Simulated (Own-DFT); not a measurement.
# Computed records: Hf$_{16}$O$_{31}$ (monoclinic hafnia with two neutral oxygen vacancies, atoms displaced)

Computed with Own-DFT development build. A calculation, not a measurement: plane-wave PBE and HSE06 DFT by an unreviewed code, no spin, of a simulated cell at Gamma alone, so results move with cell size and shape, stress positive in tension, energies less offsets, not probed for a lower state with spin; hafnium file: forces about 75 meV/angstrom off all-electron values; oxygen file: force components 24 meV/angstrom off all-electron in a glass; k mesh not checked against a denser one; forces and stress are PBE's, HSE06 gives the energy alone, and its difference from PBE has offsets of its own; offsets are fitted by least squares, one for each functional and potential file, so energies compare only between cells with the same atoms and settings and are not formation energies; the far tail of each file's local potential was reset to the Coulomb form; each entry is a single point on an unrelaxed cell, so the pressure reflects the starting lattice, mostly measured values, from which strain is counted, and rises with the displacements; printed positions are rounded, which can move forces by about a meV/angstrom; the program is a retired in-house code; no spin-orbit coupling.

Entry: Hf$_{16}$O$_{31}$ (monoclinic hafnia with two neutral oxygen vacancies, atoms displaced)

```
cell vectors (Å)
  10.2340     0.0000     0.0000
   0.0000    10.3500     0.0000
  -1.6955     0.0000    10.4453
atoms (fractions of the cell vectors)
Hf  0.13789  0.01888  0.10291
Hf  0.35945  0.26831  0.14571
Hf  0.36150  0.48358  0.39321
Hf  0.13226  0.22365  0.34931
O   0.03944  0.16883  0.17493
O   0.46521  0.41593  0.08233
O   0.46297  0.33239  0.32783
O   0.03552  0.08732  0.41709
O   0.22205  0.37596  0.24059
O   0.27494  0.12874  0.01191
O   0.28012  0.12507  0.25790
O   0.22285  0.36749  0.48734
Hf  0.13838  0.01615  0.60203
Hf  0.36912  0.27198  0.64983
Hf  0.36214  0.47454  0.89560
Hf  0.13793  0.23252  0.85435
O   0.03919  0.16677  0.67304
O   0.46154  0.41368  0.57597
O   0.46205  0.33428  0.82020
O   0.03913  0.08313  0.92416
O   0.22667  0.38110  0.74501
O   0.27550  0.12913  0.50791
O   0.27672  0.12149  0.75656
O   0.22934  0.37468  0.99224
Hf  0.13643  0.51893  0.10348
Hf  0.35763  0.76692  0.14310
Hf  0.36555  0.98271  0.39564
Hf  0.13617  0.72633  0.35959
O   0.46060  0.91152  0.07544
O   0.46020  0.83543  0.32375
O   0.22709  0.87557  0.24045
O   0.27532  0.63278  0.00949
O   0.27314  0.62046  0.26175
O   0.23018  0.87055  0.49304
Hf  0.13774  0.51922  0.60560
Hf  0.35954  0.77325  0.64725
Hf  0.36753  0.98248  0.89799
Hf  0.13342  0.73471  0.85722
O   0.03533  0.66991  0.67328
O   0.46740  0.91109  0.57677
O   0.45617  0.83588  0.82016
O   0.03420  0.58016  0.91870
O   0.22082  0.87963  0.73990
O   0.27474  0.63034  0.50250
O   0.27605  0.61843  0.76170
O   0.22408  0.87294  0.98837
Hf  0.63931  0.02320  0.09962
Hf  0.86553  0.26864  0.13966
Hf  0.86339  0.48210  0.39412
Hf  0.64031  0.22868  0.35628
O   0.53814  0.16104  0.17363
O   0.96081  0.41259  0.07617
O   0.96087  0.33352  0.32982
O   0.53557  0.08020  0.42422
O   0.72191  0.38346  0.23978
O   0.77619  0.12846  0.00605
O   0.77378  0.11697  0.26001
O   0.72265  0.36671  0.48749
Hf  0.63502  0.02021  0.60136
Hf  0.86053  0.27018  0.64847
Hf  0.86807  0.47667  0.89633
Hf  0.64014  0.22790  0.85261
O   0.53393  0.16876  0.67405
O   0.96339  0.41545  0.58144
O   0.95832  0.34035  0.83253
O   0.53465  0.08163  0.92180
O   0.72588  0.37939  0.73992
O   0.77113  0.12954  0.51256
O   0.77433  0.12227  0.76181
O   0.72301  0.37224  0.99279
Hf  0.64017  0.51989  0.10569
Hf  0.86333  0.76982  0.15122
Hf  0.86042  0.97925  0.39464
Hf  0.63450  0.72821  0.35633
O   0.53521  0.66439  0.17408
O   0.96375  0.91549  0.07442
O   0.96978  0.83734  0.33131
O   0.53874  0.58465  0.42471
O   0.72038  0.87833  0.23760
O   0.77570  0.62549  0.01186
O   0.77995  0.61549  0.26672
O   0.72829  0.87011  0.49109
Hf  0.64397  0.52140  0.60736
Hf  0.86193  0.76930  0.64147
Hf  0.85765  0.97978  0.89917
Hf  0.63712  0.72963  0.85764
O   0.53504  0.66552  0.67328
O   0.96355  0.91586  0.57716
O   0.97063  0.83858  0.82550
O   0.53254  0.58529  0.92654
O   0.72378  0.87767  0.73836
O   0.77798  0.62619  0.51203
O   0.77219  0.62725  0.75784
O   0.72639  0.87460  0.99517
```

- first functional: PBE
- second functional: HSE06
- exact exchange share: 0.25
- screening: 0.11 1/bohr
- exchange divergence: Gygi-Baldereschi
- potential files: PseudoDojo norm-conserving, scalar-relativistic, made for PBE, standard set
- wave cutoff: 48 hartree
- occupations: fixed
- k mesh: 1 x 1 x 1 centred on Gamma
- PBE energy of cell above offsets: -90.833 eV
- HSE06 less PBE above offsets: 0.449 eV
- PBE pressure: 3.74 GPa
- PBE stress xx: -3.51 GPa
- PBE stress yy: -3.84 GPa
- PBE stress zz: -3.88 GPa
- PBE stress yz: 0.09 GPa
- PBE stress xz: -0.21 GPa
- PBE stress xy: -0.29 GPa

Force:
```tsv
element	x (eV/Å)	y (eV/Å)	z (eV/Å)
Hf	0.749	-0.376	0.174
Hf	0.77	0.515	0.803
Hf	-0.276	-1.813	0.654
Hf	1.874	2.137	1.779
O	-0.706	-0.526	-1.477
O	0.182	-0.044	-0.549
O	0.498	-0.178	0.057
O	-1.492	-1.799	0.829
O	0.016	0.705	-0.935
O	0.145	0.277	-0.487
O	-0.337	-0.965	0.172
O	-0.204	0.817	0.327
Hf	0.468	0.96	0.304
Hf	-2.289	-0.251	-2.164
Hf	0.219	1.452	0.315
Hf	0.407	-0.907	-0.492
O	-0.944	0.517	0.254
O	1.273	1.226	-0.124
O	1.288	-0.06	1.69
O	-0.84	0.269	-0.201
O	-0.707	-0.437	-0.363
O	0.091	-0.544	0.124
O	-0.165	-0.063	0.905
O	-0.926	-0.569	-0.265
Hf	0.257	0.425	0.917
Hf	0.298	0.661	0.44
Hf	-1.104	-0.482	-0.197
Hf	1.028	0.174	-0.536
O	1.154	0.735	-0.139
O	1.109	-0.606	0.49
O	-0.895	0.476	-0.263
O	-0.576	-0.874	0.165
O	-0.697	0.112	-0.809
O	-0.762	0.142	-0.351
Hf	0.369	-0.202	-0.041
Hf	-0.007	-0.967	-0.23
Hf	-1.891	-0.728	-0.609
Hf	1.309	-0.496	-0.548
O	0.31	-0.629	-0.592
O	0.431	0.604	-0.176
O	1.458	-0.232	1.054
O	0.353	0.153	0.78
O	-0.1	-0.019	-0.148
O	-0.898	-0.25	0.924
O	-0.083	0.338	-0.286
O	-0.288	0.237	0.233
Hf	-0.953	-0.955	1.538
Hf	-1.449	0.331	1.794
Hf	0.214	-0.894	0.541
Hf	-0.629	0.482	-0.894
O	-0.707	0.606	-0.168
O	1.365	0.986	0.174
O	0.169	-0.206	-0.604
O	0.458	0.529	-0.191
O	0.388	-1.151	-0.015
O	0.12	0.265	0.322
O	0.577	0.477	-0.217
O	0.31	0.686	0.636
Hf	0.091	-0.435	0.781
Hf	0.531	-0.191	-0.909
Hf	-2.735	2.271	0.212
Hf	-0.465	0.898	0.131
O	1.148	-1.021	-0.063
O	0.41	0.695	-0.169
O	2.444	-2.882	-0.981
O	0.894	0.812	-0.146
O	-0.406	-0.035	0.054
O	0.652	-0.212	-0.097
O	0.16	-0.062	0.007
O	0.008	-0.77	-0.812
Hf	-0.685	-0.107	0.145
Hf	-0.077	-0.388	-0.133
Hf	0.021	0.116	0.19
Hf	-0.194	0.443	-0.734
O	0.079	0.136	0.298
O	0.032	-0.326	0.697
O	-0.249	-0.593	-0.576
O	-0.503	-0.337	0.099
O	0.634	-0.255	0.388
O	0.38	1.051	0.412
O	-0.236	1.664	-0.832
O	-0.501	-0.062	-0.492
Hf	-1.413	0.046	-0.424
Hf	-0.043	0.294	0.903
Hf	1.389	-0.615	-1.23
Hf	-0.468	-0.356	-0.806
O	-0.133	-0.096	0.15
O	0.435	0.578	-0.37
O	-1.374	0.472	0.159
O	0.24	0.208	-0.401
O	-0.043	0.378	0.484
O	0.087	0.048	-0.083
O	0.415	-0.724	0.755
O	-0.257	-0.717	-0.936
```
